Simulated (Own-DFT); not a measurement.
# One host, several defects: C11b WSi2

Calculated, not measured: single-point runs of Own-DFT, a retired in-house plane-wave DFT program that no person has reviewed, on unrelaxed cells, without spin or spin-orbit coupling.

Settings: PBE; PseudoDojo norm-conserving scalar-relativistic files; cutoff 50 hartree; 5 x 5 x 5 k mesh centred on Gamma; cold (Marzari-Vanderbilt) smearing of 0.2 eV.

Keep in mind: forces on such cells failed a check on a denser k mesh; stress not checked against mesh or cutoff.

All runs share one cell, with vectors in Å (-2.148, -5.953, 3.409); (-6.444, 2.976, 1.136); (-2.553, -2.948, -6.757) and a volume of 403.2 Å³. The atoms are randomly displaced, by u rms on each axis. The defect's site can differ from row to row.

```
cell,formula,u (Å),P (GPa)
no defect,Si20W10,0.0172,4.52
no defect,Si20W10,0.0201,4.40
no defect,Si20W10,0.0522,6.33
one Si on a W site,Si21W9,0.0268,?
one Si on a W site,Si21W9,0.0305,5.90
one Si on a W site,Si21W9,0.0469,6.63
one Si on a W site,Si21W9,0.0510,7.56
one W vacancy,Si20W9,0.0359,3.81
one W vacancy,Si20W9,0.0463,4.54
one W vacancy,Si20W9,0.0497,4.91
one Si vacancy,Si19W10,0.0303,3.51
one Si vacancy,Si19W10,0.0310,3.28
one Si vacancy,Si19W10,0.0479,4.38
one W on a Si site,Si19W11,0.0298,9.83
one W on a Si site,Si19W11,0.0414,10.32
one W on a Si site,Si19W11,0.0479,10.98
```

## Analysis

P = P0 + c u² + a shift for each defect gives P0 = 4.16 GPa, c = 808 ± 61 GPa/Å² and a scatter of 0.18 GPa. The shifts, and each times the cell's volume:

- one W on a Si site: 4.90 ± 0.15 GPa, 12.3 eV
- one Si on a W site: 0.99 ± 0.15 GPa, 2.5 eV
- one W vacancy: -1.33 ± 0.15 GPa, -3.3 eV
- one Si vacancy: -1.56 ± 0.14 GPa, -3.9 eV

Against the defect-free cell, a freed cell would be larger where the shift is positive and smaller where it is negative (160.2 GPa Å³ is 1 eV). The atoms around the defects weren't relaxed, which would change these numbers.

## The run left out

Asked: what pressure belongs in the blank (one Si on a W site, u = 0.0268 Å)?

Estimate: 5.73 ± 0.22 GPa. DFT gave 5.91 GPa.
